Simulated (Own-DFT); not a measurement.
# Which defects push the lattice out? C11b WSi2

Everything here is calculated. The program is Own-DFT (plane waves, in-house, since retired, never reviewed by a person); positions were held fixed, and spin and spin-orbit coupling were off.

Common settings: PBE; PseudoDojo norm-conserving scalar-relativistic files; cutoff 50 hartree; 5 x 5 x 5 k mesh centred on Gamma; cold (Marzari-Vanderbilt) smearing of 0.2 eV.

Known weak points: forces on such cells failed a check on a denser k mesh; stress not checked against mesh or cutoff.

All runs share one cell, with vectors in Å (-2.148, -5.953, 3.409); (-6.444, 2.976, 1.136); (-2.553, -2.948, -6.757) and a volume of 403.2 Å³. Atoms were moved at random from their sites; u is the rms move along one axis. The defect's site can differ from row to row.

```
cell,formula,u (Å),P (GPa)
no defect,Si20W10,0.0176,4.47
no defect,Si20W10,0.0202,4.58
no defect,Si20W10,0.0478,6.09
one Si vacancy,Si19W10,0.0326,3.67
one Si vacancy,Si19W10,0.0487,3.78
one Si vacancy,Si19W10,0.0514,4.64
one W on a Si site,Si19W11,0.0258,9.78
one W on a Si site,Si19W11,0.0301,9.47
one W on a Si site,Si19W11,0.0491,10.68
one W on a Si site,Si19W11,0.0499,?
one Si on a W site,Si21W9,0.0277,6.15
one Si on a W site,Si21W9,0.0312,6.58
one Si on a W site,Si21W9,0.0578,8.33
one W vacancy,Si20W9,0.0275,3.04
one W vacancy,Si20W9,0.0317,3.73
one W vacancy,Si20W9,0.0480,5.20
```

## Analysis

P = P0 + c u² + a shift for each defect gives P0 = 4.25 GPa, c = 792 ± 104 GPa/Å² and a scatter of 0.35 GPa. The shifts, and each times the cell's volume:

- one W on a Si site: 4.67 ± 0.28 GPa, 11.7 eV
- one Si on a W site: 1.42 ± 0.29 GPa, 3.6 eV
- one W vacancy: -1.34 ± 0.28 GPa, -3.4 eV
- one Si vacancy: -1.83 ± 0.30 GPa, -4.6 eV

Against the defect-free cell, a freed cell would be larger where the shift is positive and smaller where it is negative (160.2 GPa Å³ is 1 eV). The atoms around the defects weren't relaxed, which would change these numbers.

## Withheld run

Asked: what pressure belongs in the blank (one W on a Si site, u = 0.0499 Å)?

Estimate: 10.90 ± 0.42 GPa. The hidden result is 10.81 GPa.
